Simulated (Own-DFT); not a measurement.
# What a change of functional does to the pressure

All numbers below are calculated, not measured. The program, named Own-DFT, is a retired in-house plane-wave density functional code that no person has reviewed. Each row is one single-point run on a periodic cell that was not relaxed, without spin or spin-orbit coupling.

Known limits, some of them of some rows only: not probed for a lower state with spin; hafnium file: forces about 75 meV/angstrom off all-electron values; oxygen file: force components 24 meV/angstrom off all-electron in a glass; forces on such cells failed a check on a denser k mesh; forces on such cells passed a denser k mesh, each cell not checked; stress not checked against mesh or cutoff.

Each cell was run twice at the same cutoff, k mesh and smearing, with PBE and with PBEsol, on PseudoDojo norm-conserving files made for PBE. Atoms were moved at random from their sites; u is the rms move along one axis. Files made for PBEsol would give a somewhat different change.

| cell | atoms | volume (Å³/atom) | u (Å) | cutoff (hartree) | P with PBE (GPa) | P with PBEsol (GPa) | change (GPa) |
|---|---|---|---|---|---|---|---|
| C40 NbSi2 with one Si vacancy (Nb12Si23) | 35 | 15.06 | 0.087 | 42 | 4.72 | 1.15 | -3.57 |
| C40 NbSi2 with one Si vacancy (Nb12Si23) | 35 | 15.06 | 0.044 | 42 | 1.57 | -2.00 | -3.57 |
| C40 NbSi2 with one Si vacancy (Nb12Si23) | 35 | 15.06 | 0.030 | 42 | 1.16 | ? | ? |
| diamond-structure SiGe in clusters (Ge32Si32) | 64 | 21.31 | 0.031 | 42 | 2.99 | 0.71 | -2.28 |
| diamond-structure SiGe in clusters (Ge32Si32) | 64 | 21.31 | 0.061 | 42 | 3.64 | 1.34 | -2.29 |
| diamond-structure SiGe in clusters (Ge32Si32) | 64 | 21.31 | 0.030 | 42 | 3.02 | 0.73 | -2.29 |
| monoclinic HfO2 (Hf32O64) | 96 | 11.52 | 0.050 | 72 | 5.61 | -0.86 | -6.47 |
| monoclinic HfO2 (Hf32O64) | 96 | 11.52 | 0.022 | 72 | 3.85 | -2.61 | -6.46 |
| monoclinic HfO2 (Hf32O64) | 96 | 11.52 | 0.049 | 72 | 5.84 | -0.63 | -6.47 |
| wurtzite AlGaN with randomly placed atoms (Al27Ga9N36) | 72 | 10.68 | 0.078 | 42 | 10.46 | 7.32 | -3.14 |
| wurtzite AlGaN with randomly placed atoms (Al27Ga9N36) | 72 | 10.95 | 0.047 | 42 | 1.20 | -1.84 | -3.04 |
| wurtzite AlGaN with randomly placed atoms (Al27Ga9N36) | 72 | 11.17 | 0.048 | 42 | -2.53 | -5.49 | -2.95 |

## Worked reading

Mean change of pressure by composition, in GPa: HfO2, -6.46; Nb12Si23, -3.57; Al3GaN4, -3.04; GeSi, -2.29. At a fixed cell PBEsol gives the lower pressure, because it favours a smaller volume than PBE. Here the change varies more between materials than between cells of one material.

## Withheld value

Question: what PBEsol pressure should the Nb12Si23 cell with the blank give?

Adding the mean change of the cells with its composition, -3.57 GPa, to 1.16 gives -2.4 GPa. The calculation gave -2.41 GPa.
